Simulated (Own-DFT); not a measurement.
# Which defects push the lattice out? C11b WSi2

Source: density functional calculations with Own-DFT, an unreviewed in-house program that is no longer used. Nothing was measured or relaxed, and spin and spin-orbit coupling are left out.

All runs used: PBEsol; PseudoDojo norm-conserving scalar-relativistic files, made for PBE; cutoff 50 hartree; 5 x 5 x 5 k mesh centred on Gamma; cold (Marzari-Vanderbilt) smearing of 0.2 eV.

Limits: forces on such cells failed a check on a denser k mesh; stress not checked against mesh or cutoff.

All runs share one cell, with vectors in Å (-2.148, -5.953, 3.409); (-6.444, 2.976, 1.136); (-2.553, -2.948, -6.757) and a volume of 403.2 Å³. u is the rms random offset of the atoms per axis. The defect's site can differ from row to row.

| cell | formula | u (Å) | P (GPa) |
|---|---|---|---|
| no defect | Si20W10 | 0.0233 | 0.37 |
| no defect | Si20W10 | 0.0237 | 0.54 |
| no defect | Si20W10 | 0.0466 | 2.08 |
| one Si on a W site | Si21W9 | 0.0283 | 2.25 |
| one Si on a W site | Si21W9 | 0.0289 | 2.25 |
| one Si on a W site | Si21W9 | 0.0424 | 2.61 |
| one W on a Si site | Si19W11 | 0.0285 | ? |
| one W on a Si site | Si19W11 | 0.0350 | 5.87 |
| one W on a Si site | Si19W11 | 0.0474 | 6.78 |
| one W on a Si site | Si19W11 | 0.0533 | 7.44 |
| one Si vacancy | Si19W10 | 0.0263 | -0.86 |
| one Si vacancy | Si19W10 | 0.0292 | -0.59 |
| one Si vacancy | Si19W10 | 0.0464 | 0.40 |

## Fit

P = P0 + c u² + a shift for each defect gives P0 = 0.05 GPa, c = 864 ± 82 GPa/Å² and a scatter of 0.18 GPa. The shifts, and each times the cell's volume:

- one W on a Si site: 4.82 ± 0.17 GPa, 12.1 eV
- one Si on a W site: 1.33 ± 0.15 GPa, 3.3 eV
- one Si vacancy: -1.47 ± 0.15 GPa, -3.7 eV

A positive shift means that the defect pushes the cell outwards. Shift times volume (160.2 GPa Å³ is 1 eV) depends little on the cell's size, so, taken for each site, it can be compared between cells at like pressure. The atoms around the defects weren't relaxed, which would change these numbers.

## Withheld run

Question: what pressure belongs in the blank (one W on a Si site, u = 0.0285 Å)?

Estimate: 5.58 ± 0.24 GPa. The hidden result is 5.38 GPa.
